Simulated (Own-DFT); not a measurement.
GaP (zincblende, strongly disordered by large displacements) (calculated)

All values are calculated (Own-DFT development build). A calculation, not a measurement: plane-wave PBE density functional theory by an unreviewed code, no spin, of a simulated periodic cell, stress positive in tension, free energy of the whole cell less one offset for each atom, forces on such cells passed a denser k mesh, this cell's mesh not checked; broken bonds can close the gap or carry spin, so checks made on this kind of crystal may not hold here; offsets are fitted by least squares, one for each functional and potential file, so energies compare only between cells with the same atoms and settings and are not formation energies; the far tail of each file's local potential was reset to the Coulomb form; each entry is a single point on an unrelaxed cell, so the pressure reflects the starting lattice, mostly measured values (interpolated for alloys), from which strain is counted, and rises with the displacements; printed positions are rounded, which can move forces by about a meV/angstrom; the program, named Own-DFT, is a retired in-house code; no spin-orbit coupling.

## GaP (zincblende, strongly disordered by large displacements)

```
GaP
1.0
     10.9010     0.0000     0.0000
      0.0000    10.9010     0.0000
      0.0000     0.0000    10.9010
Ga P Ga P Ga P Ga P Ga P Ga P Ga P Ga P
4 4 4 4 4 4 4 4 4 4 4 4 4 4 4 4
Direct
  0.96424 0.99624 0.00052
  0.00654 0.23670 0.21006
  0.23668 0.00800 0.24439
  0.23783 0.23033 0.00248
  0.13810 0.13277 0.09369
  0.14928 0.38095 0.34766
  0.36666 0.11360 0.37569
  0.39229 0.37240 0.15136
  0.96397 0.97930 0.50277
  0.03436 0.28287 0.74890
  0.22248 0.02333 0.74236
  0.27420 0.25291 0.49173
  0.12236 0.11276 0.63352
  0.16610 0.35814 0.81538
  0.37112 0.13277 0.89884
  0.35945 0.36571 0.61468
  0.01090 0.45361 0.99178
  0.00619 0.73357 0.29910
  0.21097 0.52624 0.26164
  0.25808 0.78752 0.98212
  0.10657 0.60427 0.13241
  0.11007 0.84598 0.39488
  0.34966 0.61503 0.37615
  0.38036 0.87412 0.13694
  0.01210 0.48310 0.49118
  0.98338 0.77057 0.74527
  0.23502 0.51326 0.76116
  0.28277 0.76249 0.50192
  0.11521 0.62007 0.60700
  0.11867 0.83578 0.84856
  0.40777 0.63595 0.84907
  0.38541 0.86641 0.62797
  0.49695 0.98377 0.97050
  0.53725 0.22494 0.24204
  0.72968 0.98708 0.23152
  0.78366 0.21880 0.99534
  0.62724 0.14646 0.12526
  0.61635 0.39482 0.40880
  0.84715 0.09828 0.37020
  0.87570 0.35943 0.10388
  0.49348 0.99954 0.51810
  0.51882 0.23348 0.75055
  0.74790 0.96972 0.78078
  0.76986 0.22547 0.49195
  0.61649 0.09403 0.61231
  0.62615 0.39620 0.86728
  0.86078 0.13208 0.87713
  0.85443 0.35944 0.62030
  0.51433 0.48883 0.03035
  0.48825 0.73564 0.26296
  0.74517 0.48386 0.25310
  0.74616 0.74526 0.00392
  0.58840 0.60345 0.12424
  0.65420 0.89110 0.37418
  0.89129 0.62508 0.40165
  0.85852 0.86609 0.12266
  0.48973 0.44570 0.53061
  0.51180 0.75785 0.77988
  0.73581 0.51662 0.74910
  0.75253 0.73445 0.51749
  0.65393 0.59833 0.62456
  0.62441 0.87727 0.84114
  0.86178 0.62885 0.85712
  0.85820 0.88527 0.60990
```

* functional: PBE
* potential files: PseudoDojo norm-conserving, scalar-relativistic, standard set
* wave cutoff: 42 hartree
* occupations: Fermi-Dirac
* smearing width: 0.1 eV
* hardware: one NVIDIA H100
* k mesh: 3 x 3 x 3 centred on Gamma
* free energy of cell above offsets: 18.263 eV
* pressure: 15.67 GPa
* stress xx: -16.3 GPa
* stress yy: -15.74 GPa
* stress zz: -14.98 GPa
* stress yz: 0.23 GPa
* stress xz: 1.12 GPa
* stress xy: -6.98 GPa
* wall time: 555 s

Force:
| element | x (eV/Å) | y (eV/Å) | z (eV/Å) |
| --- | --- | --- | --- |
| Ga | 1.969 | -0.45 | -0.577 |
| Ga | -0.199 | 0.658 | 2.894 |
| Ga | -0.003 | -1.083 | 0.502 |
| Ga | 7.224 | 9.442 | -5.021 |
| P | -8.151 | -8.73 | 6.378 |
| P | -3.668 | -6.832 | 3.855 |
| P | 1.763 | -0.344 | -0.786 |
| P | -1.681 | -0.724 | -0.417 |
| Ga | 5.576 | 4.127 | -4.16 |
| Ga | -11.73 | -6.411 | -6.6 |
| Ga | 6.187 | -5.894 | 6.211 |
| Ga | -3.283 | -1.797 | -2.414 |
| P | -5.723 | 5.097 | -6.849 |
| P | 6.796 | 0.014 | 9.939 |
| P | 1.52 | -1.441 | -3.623 |
| P | -3.36 | -1.335 | 7.666 |
| Ga | 1.17 | 2.658 | -1.311 |
| Ga | -1.463 | -1.863 | -6.488 |
| Ga | 4.846 | 1.738 | -1.05 |
| Ga | 1.101 | -2.339 | 1.161 |
| P | -2.329 | 3.187 | -4.415 |
| P | 3.996 | 5.973 | 2.163 |
| P | 2.604 | 0.353 | 1.017 |
| P | -0.262 | 0.727 | -1.161 |
| Ga | -0.251 | -1.807 | 0.37 |
| Ga | -3.379 | -3.409 | -3.546 |
| Ga | 3.283 | 7.039 | -3.373 |
| Ga | -2.543 | -1.891 | -0.874 |
| P | 0.947 | 1.174 | 1.745 |
| P | 2.848 | 4.894 | 2.668 |
| P | -6.265 | -6.275 | 5.069 |
| P | 0.276 | 1.438 | 2.547 |
| Ga | -0.273 | 0.578 | 2.256 |
| Ga | -7.893 | 6.846 | 9.216 |
| Ga | 0.971 | 2.135 | -2.75 |
| Ga | -7.986 | 6.741 | 7.895 |
| P | 6.169 | -7.149 | -8.855 |
| P | 4.525 | -3.769 | -4.871 |
| P | 3.208 | -0.164 | -2.698 |
| P | -1.16 | 0.725 | 2.059 |
| Ga | -3.062 | -2.736 | -4.389 |
| Ga | -0.638 | 0.734 | 0.25 |
| Ga | 9.258 | 8.315 | -6.285 |
| Ga | -2.886 | 1.602 | 1.622 |
| P | 4.771 | 4.285 | 3.891 |
| P | -0.625 | -2.729 | 1.171 |
| P | 6.296 | -6.886 | -9.997 |
| P | 2.671 | 0.864 | 1.184 |
| Ga | -6.024 | -8.656 | -8.636 |
| Ga | 0.612 | 0.316 | 0.741 |
| Ga | -0.04 | 1.224 | 0.417 |
| Ga | -1.267 | -1.545 | -0.784 |
| P | 8.23 | 9.915 | 7.21 |
| P | -4.056 | -3.95 | 3.362 |
| P | -3.725 | -2.631 | -0.307 |
| P | 1.47 | -0.329 | 1.31 |
| Ga | 2.838 | 6.527 | -1.267 |
| Ga | -0.609 | -0.721 | -7.65 |
| Ga | 5.019 | -5.306 | 5.754 |
| Ga | -0.201 | 0.861 | -1.831 |
| P | -7.964 | 4.872 | -6.859 |
| P | -3.876 | -2.503 | 8.928 |
| P | 1.918 | 0.188 | 1.964 |
| P | -3.482 | -3.549 | 6.428 |
